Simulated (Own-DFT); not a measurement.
Simulation results for Al3GaN4 (wurtzite random alloy, strained, atoms displaced)

All values are calculated (Own-DFT development build). A calculation, not a measurement: plane-wave density functional theory by an unreviewed code, no spin, of a simulated periodic cell, stress positive in tension, run twice, with PBE and with PBEsol, both on files made for PBE, so the change isn't that of files made for PBEsol, forces on such cells passed a denser k mesh, this cell's mesh not checked; the far tail of each file's local potential was reset to the Coulomb form; each entry is a single point on an unrelaxed cell, so the pressure reflects the starting lattice, mostly measured values (interpolated for alloys), from which strain is counted, and rises with the displacements; printed positions are rounded, which can move forces by about a meV/angstrom; the program, named Own-DFT, is a retired in-house code; no spin-orbit coupling; stress was not checked against mesh or cutoff.

## Al3GaN4 (wurtzite random alloy, strained, atoms displaced)

```
CELL_PARAMETERS angstrom
9.15890 0.00000 0.00000
-4.57950 7.93180 0.00000
0.00000 0.00000 10.06550
ATOMIC_POSITIONS crystal
Al 0.11629 0.22756 0.01035
Ga 0.22706 0.11137 0.25183
N 0.12350 0.22875 0.17830
N 0.22008 0.10297 0.43207
Al 0.10914 0.21718 0.50780
Al 0.21460 0.10555 0.75308
N 0.10993 0.23127 0.68708
N 0.21178 0.10525 0.93149
Al 0.10505 0.54889 0.00032
Al 0.22363 0.44416 0.24815
N 0.10055 0.55212 0.19248
N 0.22669 0.45668 0.43814
Al 0.09988 0.55704 0.49953
Al 0.22371 0.44294 0.75213
N 0.11506 0.55085 0.68492
N 0.22716 0.44891 0.93867
Al 0.10225 0.89298 0.99947
Al 0.21104 0.76764 0.24981
N 0.10952 0.88835 0.18868
N 0.22366 0.78686 0.44697
Al 0.11016 0.88624 0.50440
Al 0.22672 0.78198 0.74279
N 0.11355 0.89668 0.68999
N 0.22055 0.77839 0.93964
Ga 0.44575 0.22148 0.00009
Al 0.55884 0.10213 0.25227
N 0.44190 0.22016 0.18203
N 0.55847 0.11918 0.43765
Al 0.45159 0.22144 0.49433
Al 0.56645 0.11796 0.74398
N 0.45447 0.22357 0.68446
N 0.55540 0.10100 0.94360
Al 0.44823 0.55420 0.00306
Al 0.55495 0.43971 0.25834
N 0.45250 0.55886 0.19013
N 0.54666 0.43153 0.43057
Ga 0.44570 0.55883 0.50221
Al 0.55662 0.44062 0.75707
N 0.44972 0.56181 0.69850
N 0.56367 0.44528 0.94775
Ga 0.44853 0.89459 0.99197
Al 0.55331 0.77608 0.24886
N 0.45286 0.89387 0.19274
N 0.55551 0.77894 0.43277
Ga 0.44437 0.89057 0.49988
Ga 0.56387 0.78165 0.74525
N 0.44854 0.89028 0.69859
N 0.54986 0.77315 0.94031
Al 0.76832 0.22343 0.00311
Ga 0.88313 0.11429 0.25332
N 0.77155 0.22724 0.18924
N 0.89099 0.11997 0.44232
Al 0.77993 0.21981 0.49576
Al 0.88937 0.11671 0.75178
N 0.77841 0.22189 0.68725
N 0.88509 0.10820 0.94061
Al 0.78006 0.56597 0.00245
Al 0.88739 0.44062 0.24820
N 0.78466 0.56413 0.19001
N 0.89454 0.43917 0.42848
Ga 0.76907 0.54555 0.50205
Al 0.88754 0.44932 0.75180
N 0.77674 0.54901 0.69505
N 0.89549 0.44907 0.94195
Ga 0.78022 0.88663 0.99101
Al 0.88398 0.78213 0.24886
N 0.78629 0.88723 0.19465
N 0.89184 0.78224 0.43779
Al 0.77555 0.88779 0.50567
Al 0.89193 0.78379 0.75613
N 0.77892 0.89274 0.69068
N 0.89436 0.78237 0.94343
```

```
functional                                        : PBE, then PBEsol
potential files                                   : PseudoDojo norm-conserving, scalar-relativistic, standard set
wave cutoff                                       : 42 hartree
occupations                                       : Fermi-Dirac
smearing width                                    : 0.1 eV
k mesh                                            : 4 x 4 x 3 centred on Gamma
PBE pressure                                      : 18.39 GPa
PBE stress xx                                     : -20.6 GPa
PBE stress yy                                     : -21.93 GPa
PBE stress zz                                     : -12.65 GPa
PBE stress yz                                     : -0.3 GPa
PBE stress xz                                     : -0.61 GPa
PBE stress xy                                     : -0.08 GPa
PBEsol pressure                                   : 15.09 GPa
PBEsol stress xx                                  : -17.29 GPa
PBEsol stress yy                                  : -18.58 GPa
PBEsol stress zz                                  : -9.4 GPa
PBEsol stress yz                                  : -0.34 GPa
PBEsol stress xz                                  : -0.64 GPa
PBEsol stress xy                                  : -0.09 GPa
rms change of force components from PBE to PBEsol : 0.075 eV/Å
```

Force:
```csv
force element,PBE force x (eV/Å),PBE force y (eV/Å),PBE force z (eV/Å),PBEsol force x (eV/Å),PBEsol force y (eV/Å),PBEsol force z (eV/Å)
Al,-0.697,-0.522,-4.597,-0.693,-0.538,-4.629
Ga,-0.616,-0.546,-1.001,-0.607,-0.543,-0.988
N,-1.533,0.118,3.87,-1.478,-0.046,4.017
N,-0.32,1.262,3.5,-0.308,1.258,3.254
Al,0.646,1.438,-2.09,0.666,1.446,-2.109
Al,0.771,2.385,-1.076,0.781,2.416,-1.093
N,1.129,-1.799,0.814,1.116,-1.799,0.819
N,0.032,1.241,1.121,0.146,1.316,1.184
Al,1.457,2.071,0.422,1.481,2.074,0.445
Al,0.061,0.744,0.545,0.063,0.747,0.552
N,2.22,-0.314,-1.122,2.21,-0.332,-1.128
N,-1.021,-2.064,-0.359,-0.864,-1.967,-0.281
Al,2.507,0.343,0.155,2.504,0.366,0.17
Al,-0.061,1.183,0.296,-0.057,1.192,0.296
N,-1.631,0.968,0.495,-1.616,0.953,0.494
N,-0.049,-0.792,0.428,-0.046,-0.781,0.423
Al,3.498,-0.122,1.297,3.509,-0.095,1.322
Al,0.724,2.109,0.203,0.748,2.126,0.222
N,-0.105,-0.979,-0.635,-0.111,-0.797,-0.57
N,-0.583,-2.166,-1.556,-0.38,-2.057,-1.502
Al,-1.033,0.884,-0.585,-1.038,0.881,-0.565
Al,-0.369,-1.095,1.652,-0.375,-1.104,1.637
N,-0.174,-1.768,-0.404,-0.172,-1.772,-0.406
N,-1.418,-0.669,-0.749,-1.265,-0.577,-0.699
Ga,-0.513,-1.2,-0.592,-0.499,-1.178,-0.552
Al,-2.13,1.641,-0.195,-2.135,1.643,-0.183
N,2.13,0.672,2.264,1.971,0.571,2.118
N,1.722,-0.708,-0.618,1.729,-0.875,-0.572
Al,-2.471,-0.763,1.37,-2.491,-0.773,1.394
Al,-1.11,-1.281,1.517,-1.112,-1.289,1.537
N,-1.766,-0.075,0.413,-1.772,-0.083,0.395
N,-0.319,4.877,-3.145,-0.483,4.651,-3.021
Al,-0.539,0.243,0.127,-0.532,0.221,0.135
Al,0.353,0.579,-3.889,0.355,0.586,-3.91
N,-0.652,-0.883,-0.048,-0.633,-0.894,-0.05
N,0.028,1.108,2.294,0.035,1.283,2.432
Ga,0.071,-0.624,0.445,0.046,-0.597,0.418
Al,-0.592,0.142,-0.118,-0.599,0.138,-0.115
N,0.708,-2.797,-1.047,0.704,-2.56,-1.126
N,-0.833,0.869,-1.942,-0.834,0.662,-1.872
Ga,-0.864,-3.916,2.362,-0.84,-3.816,2.304
Al,1.004,0.454,-0.486,1.006,0.46,-0.493
N,-1.304,-2.159,-0.092,-1.324,-2.173,-0.25
N,1.184,0.868,0.885,1.021,0.773,1.002
Ga,0.552,0.312,0.8,0.535,0.288,0.773
Ga,-1.407,-0.32,2.315,-1.388,-0.31,2.26
N,-0.89,1.244,-1.539,-0.693,1.143,-1.606
N,1.51,-0.785,-0.318,1.482,-0.581,-0.376
Al,1.891,0.207,-0.309,1.896,0.207,-0.295
Ga,1.647,-0.144,-0.85,1.611,-0.157,-0.835
N,0.463,-0.5,-0.699,0.609,-0.585,-0.639
N,1.323,-1.922,0.432,1.334,-1.932,0.24
Al,-1.146,1.227,1.132,-1.174,1.228,1.148
Al,0.28,0.071,0.554,0.279,0.052,0.56
N,0.622,1.188,-0.564,0.637,1.207,-0.588
N,0.013,2.533,-0.406,0.02,2.322,-0.335
Al,1.527,-1.167,1.035,1.531,-1.164,1.036
Al,-1.436,1.13,-0.253,-1.446,1.124,-0.253
N,-0.599,-1.359,0.127,-0.595,-1.357,0.123
N,-1.651,-0.265,1.413,-1.775,-0.217,1.44
Ga,0.798,0.971,-0.611,0.772,0.954,-0.604
Al,2.466,-1.034,0.52,2.485,-1.045,0.516
N,-1.167,2.005,-0.101,-1.187,2.009,-0.272
N,-2.263,-1.123,-0.808,-2.282,-1.119,-0.81
Ga,-2.126,0.426,2.443,-2.08,0.437,2.384
Al,3.199,-1.088,1.358,3.229,-1.092,1.378
N,-3.619,1.213,-1.368,-3.657,1.399,-1.456
N,-0.593,-0.54,0.808,-0.589,-0.682,0.831
Al,0.401,0.377,-1.434,0.378,0.37,-1.42
Al,0.295,-0.841,-0.838,0.275,-0.849,-0.838
N,2.469,1.057,-0.615,2.268,0.952,-0.531
N,-0.101,-1.831,-2.353,-0.307,-1.721,-2.285
```
